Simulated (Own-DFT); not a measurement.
# One host, several defects: C11b WSi2

Source: density functional calculations with Own-DFT, an unreviewed in-house program that is no longer used. Nothing was measured or relaxed, and spin and spin-orbit coupling are left out.

Settings: PBE; PseudoDojo norm-conserving scalar-relativistic files; cutoff 50 hartree; 5 x 5 x 5 k mesh centred on Gamma; cold (Marzari-Vanderbilt) smearing of 0.2 eV.

Caveats: forces on such cells failed a check on a denser k mesh; stress not checked against mesh or cutoff.

All runs share one cell, with vectors in Å (-2.148, -5.953, 3.409); (-6.444, 2.976, 1.136); (-2.553, -2.948, -6.757) and a volume of 403.2 Å³. u is the rms random offset of the atoms per axis. The defect's site can differ from row to row.

| cell | formula | u (Å) | P (GPa) |
|---|---|---|---|
| no defect | Si20W10 | 0.0209 | 4.37 |
| no defect | Si20W10 | 0.0442 | 5.34 |
| no defect | Si20W10 | 0.0452 | 5.32 |
| one Si vacancy | Si19W10 | 0.0308 | 3.09 |
| one Si vacancy | Si19W10 | 0.0313 | 3.42 |
| one Si vacancy | Si19W10 | 0.0508 | 4.58 |
| one W on a Si site | Si19W11 | 0.0244 | 9.32 |
| one W on a Si site | Si19W11 | 0.0351 | 10.41 |
| one W on a Si site | Si19W11 | 0.0426 | 10.16 |
| one W on a Si site | Si19W11 | 0.0533 | ? |
| one Si on a W site | Si21W9 | 0.0284 | 5.96 |
| one Si on a W site | Si21W9 | 0.0290 | 6.65 |
| one Si on a W site | Si21W9 | 0.0534 | 7.70 |

## Working it out

P = P0 + c u² + a shift for each defect gives P0 = 3.96 GPa, c = 707 ± 111 GPa/Å² and a scatter of 0.29 GPa. The shifts, and each times the cell's volume:

- one W on a Si site: 5.14 ± 0.24 GPa, 12.9 eV
- one Si on a W site: 1.74 ± 0.24 GPa, 4.4 eV
- one Si vacancy: -1.33 ± 0.24 GPa, -3.3 eV

A positive shift means that the defect pushes the cell outwards. Shift times volume (160.2 GPa Å³ is 1 eV) depends little on the cell's size, so, taken for each site, it can be compared between cells at like pressure. The atoms around the defects weren't relaxed, which would change these numbers.

## The run left out

The question: what pressure belongs in the blank (one W on a Si site, u = 0.0533 Å)?

From the fit: 11.11 ± 0.38 GPa. The run itself gave 11.03 GPa.
